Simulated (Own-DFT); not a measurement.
# Which defects push the lattice out? D0_22 TiAl3

No measurement is shown. These are fixed-geometry runs of a retired plane-wave code named Own-DFT, which no person has reviewed; spin and spin-orbit coupling are neglected.

Settings: PBEsol; PseudoDojo norm-conserving scalar-relativistic files, made for PBE; cutoff 42 hartree; 4 x 4 x 4 k mesh centred on Gamma; cold (Marzari-Vanderbilt) smearing of 0.2 eV.

Known weak points: forces on such cells failed a check on a denser k mesh; stress not checked against mesh or cutoff.

All runs share one cell, with vectors in Å (-2.365, -6.981, 4.326); (-7.667, 3.491, 1.442); (-2.950, -3.488, -7.241) and a volume of 625.4 Å³. Atoms were moved at random from their sites; u is the rms move along one axis. The defect's site can differ from row to row.

```
                     cell   formula   u (Å)  P (GPa)
                no defect  Al30Ti10  0.0216     0.08
                no defect  Al30Ti10  0.0217     0.09
                no defect  Al30Ti10  0.0537     0.80
         two Al vacancies  Al28Ti10  0.0309    -0.49
         two Al vacancies  Al28Ti10  0.0317        ?
         two Al vacancies  Al28Ti10  0.0486    -0.24
         two Al vacancies  Al28Ti10  0.0538     0.07
 two Al on a Ti site each   Al32Ti8  0.0308     1.22
 two Al on a Ti site each   Al32Ti8  0.0516     1.65
 two Al on a Ti site each   Al32Ti8  0.0550     1.80
two Ti on an Al site each  Al28Ti12  0.0339     1.16
two Ti on an Al site each  Al28Ti12  0.0502     1.41
two Ti on an Al site each  Al28Ti12  0.0564     2.05
```

## Fit

P = P0 + c u² + a shift for each defect gives P0 = -0.06 GPa, c = 304 ± 40 GPa/Å² and a scatter of 0.13 GPa. The shifts, and each times the cell's volume:

- two Al on a Ti site each: 0.95 ± 0.11 GPa, 3.7 eV (1.8 eV for each of its 2 sites)
- two Ti on an Al site each: 0.91 ± 0.11 GPa, 3.5 eV (1.8 eV for each of its 2 sites)
- two Al vacancies: -0.78 ± 0.11 GPa, -3.1 eV (-1.5 eV for each of its 2 sites)

A positive shift means that the defect pushes the cell outwards. Shift times volume (160.2 GPa Å³ is 1 eV) depends little on the cell's size, so, taken for each site, it can be compared between cells at like pressure. The atoms around the defects weren't relaxed, which would change these numbers.

## The run left out

Question: what pressure belongs in the blank (two Al vacancies, u = 0.0317 Å)?

The fitted form gives -0.54 ± 0.16 GPa. The hidden result is -0.62 GPa.
